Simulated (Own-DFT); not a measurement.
# Strain and stress in diamond-structure GeSn with randomly placed atoms, 64 atoms (Ge52Sn12)

These are calculations, not measurements. They come from Own-DFT, an in-house plane-wave density functional program, since retired, whose code no person has reviewed. Each row is one single-point run on a periodic cell that was not relaxed, without spin or spin-orbit coupling.

Settings of every run: PBE; PseudoDojo norm-conserving scalar-relativistic files; cutoff 49 hartree; 3 x 3 x 3 k mesh centred on Gamma; Fermi-Dirac smearing of 0.1 eV.

Known limits: forces on such cells moved up to 12 meV/angstrom on a denser k mesh; stress not checked against mesh or cutoff.

Unstrained cell vectors in Å: (11.628, 0.000, 0.000); (0.000, 11.628, 0.000); (0.000, 0.000, 11.628). The unstrained cell has measured lattice constants (interpolated for alloys), not those of this functional. That, the random moves and any unrelaxed bonds set the pressure at no strain. Each run strains this cell uniformly, with the atoms carried along. Every atom was also moved at random, by a Gaussian of width 0.05 Å on each axis. The random placing of the alloy's atoms differs from row to row. Strain is the symmetric tensor, in per cent. Stress is positive in tension, and the pressure is minus a third of its trace.

| run | e_xx (%) | e_yy (%) | e_zz (%) | s_xx (GPa) | s_yy (GPa) | s_zz (GPa) | P (GPa) | E (meV/atom) |
|---|---|---|---|---|---|---|---|---|
| 1 | 1.50 | 1.50 | 0.00 | -3.51 | -3.47 | -4.30 | 3.76 | 26.5 |
| 2 | -2.25 | -2.25 | 0.00 | -9.77 | -10.09 | -8.65 | 9.50 | 88.7 |
| 3 | 1.25 | 1.25 | 0.00 | -3.53 | -3.54 | -4.10 | 3.72 | 3.2 |
| 4 | -1.50 | -1.50 | 0.00 | -8.19 | -8.20 | -7.29 | 7.89 | 48.1 |
| 5 | -1.00 | -1.00 | 0.00 | -7.11 | -7.24 | -6.75 | 7.03 | 34.5 |
| 6 | -3.00 | -3.00 | 0.00 | -11.21 | -11.17 | -9.51 | 10.63 | 93.2 |
| 7 | 0.50 | 0.50 | 0.00 | -4.43 | -4.52 | -4.79 | 4.58 | 0.0 |
| 8 | -1.25 | -1.25 | 0.00 | -7.60 | -7.50 | -6.79 | 7.30 | 33.1 |
| 9 | -2.50 | -2.50 | 0.00 | ? | ? | ? | ? | ? |

E is the free energy for each atom above the lowest run shown.

## Worked fit

The change of volume is close to e_xx + e_yy + e_zz. A straight line through the runs shown gives P = 5.69 - 79 x (fractional change of volume) GPa, with an error of 4 on the slope and a scatter of 0.33 GPa. The strain isn't the same on all axes, but the crystal is cubic, so the slope still estimates the bulk modulus, averaged over pressures from 3.7 to 10.6 GPa.

## Withheld run

Question: what pressure should run 9 give? Its volume changes by -4.94 %.

The line gives 9.6 GPa. The calculation gave 9.78 GPa.
